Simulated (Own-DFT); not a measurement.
# Strain and stress in bcc W, 16 atoms (W16)

All numbers below are calculated, not measured. The program, named Own-DFT, is a retired in-house plane-wave density functional code that no person has reviewed. Each row is one single-point run on a periodic cell that was not relaxed, without spin or spin-orbit coupling.

Settings of every run: PBE; PseudoDojo norm-conserving scalar-relativistic files; cutoff 50 hartree; 5 x 5 x 5 k mesh centred on Gamma; cold (Marzari-Vanderbilt) smearing of 0.2 eV.

Known limits: forces on such cells failed a check on a denser k mesh; stress not checked against mesh or cutoff.

Unstrained cell vectors in Å: (6.330, 0.000, 0.000); (0.000, 6.330, 0.000); (0.000, 0.000, 6.330). The unstrained cell has measured lattice constants (interpolated for alloys), not those of this functional. That, the random moves and any unrelaxed bonds set the pressure at no strain. Each run strains this cell uniformly, with the atoms carried along. Every atom was also moved at random, by a Gaussian of width 0.05 Å on each axis. Strain is the symmetric tensor, in per cent. Stress is positive in tension, and the pressure is minus a third of its trace.

```
run,e_xx (%),e_yy (%),e_zz (%),e_yz (%),e_xz (%),e_xy (%),s_xx (GPa),s_yy (GPa),s_zz (GPa),s_yz (GPa),s_xz (GPa),s_xy (GPa),P (GPa),E (meV/atom)
1,1.35,1.76,-1.68,0.99,0.80,0.06,-0.46,1.47,-10.14,2.91,2.40,-0.17,3.04,18.2
2,-0.58,-0.01,-0.21,0.74,1.08,-0.19,-11.70,-9.90,-10.61,2.56,3.50,-0.99,10.74,44.3
3,1.36,0.82,-1.36,1.38,0.16,1.83,-1.74,-3.40,-10.31,3.99,-0.24,5.74,5.15,22.4
4,1.51,-0.25,0.00,0.19,-0.68,1.35,0.48,-5.77,-4.71,0.53,-1.91,4.04,3.33,12.0
5,-0.40,-0.73,-0.76,1.25,-1.22,-1.79,-13.26,-14.38,-14.36,3.70,-3.64,-5.80,14.00,35.2
6,0.09,1.80,0.33,1.43,-0.05,1.07,-2.95,3.00,-2.07,4.24,-0.55,3.22,0.67,13.0
7,-0.08,1.19,1.28,-1.83,0.33,-0.48,-2.87,0.96,1.22,-5.25,0.72,-1.35,0.23,14.4
8,-1.31,0.24,-0.47,-1.16,0.57,0.09,-16.08,-10.06,-12.63,-3.96,2.00,0.52,12.92,30.4
9,-1.50,0.02,0.16,1.32,0.47,1.07,-15.54,-9.96,-9.74,4.22,1.15,3.42,11.75,18.6
10,-0.88,1.74,-1.87,0.70,-1.12,-0.71,-13.02,-4.33,-16.92,2.22,-3.41,-2.07,11.42,49.1
11,0.42,1.78,-1.02,-0.35,-0.57,0.05,-3.23,-0.04,-8.60,-0.94,-1.90,0.13,3.96,27.7
12,0.99,1.75,-0.23,-0.05,1.52,-0.79,0.90,3.34,-3.33,0.61,4.20,-2.44,-0.31,15.3
13,1.63,1.43,0.23,-1.36,-0.38,0.54,4.51,4.27,0.16,-3.76,-0.85,1.48,-2.98,0.0
14,0.08,0.52,-0.92,0.81,1.95,-0.22,-8.34,-6.64,-11.41,2.89,6.33,-0.82,8.79,32.9
15,0.87,0.76,-1.63,-1.53,0.27,0.94,?,?,?,?,?,?,?,?
```

E is the free energy for each atom above the lowest run shown.

## Worked fit

Each stress component was fitted by least squares to a constant and the strains of the runs shown, as fractions, with shears doubled. Shear strains stay in the fit of a normal stress only where such slopes are resolved. The slopes, in GPa:

```
stress,at no strain,per e_xx,per e_yy,per e_zz,scatter
s_xx,-7.8,557 ± 10,212 ± 12,220 ± 11,0.35
s_yy,-7.7,216 ± 10,538 ± 12,216 ± 12,0.37
s_zz,-7.7,231 ± 8,196 ± 10,547 ± 9,0.29
```

Each shear stress against twice its own strain: yz 155 ± 5, xz 154 ± 5, xy 159 ± 3 GPa. These are stiffnesses along x, y and z of the frame in which the cell vectors are given, which need not be the crystal's axes. The atoms are held to the strained lattice; where symmetry lets them move under strain, relaxing them would lower some slopes. The table should be nearly symmetric about its diagonal, and what it lacks of that shows the noise. A ninth of its sum, 326 ± 4 GPa, estimates the bulk modulus near the mean pressure of these runs, 5.9 GPa, so it lies above the value at zero pressure.

## Withheld run

Question: what normal stresses and pressure should run 15 give?

The fit gives s_xx = -5.0, s_yy = -5.3, s_zz = -13.1 and P = 7.8 GPa. The calculation gave -5.19, -6.73, -13.40 and P = 8.44 GPa. This run lies off the fit, by chance or by something that the fit leaves out.
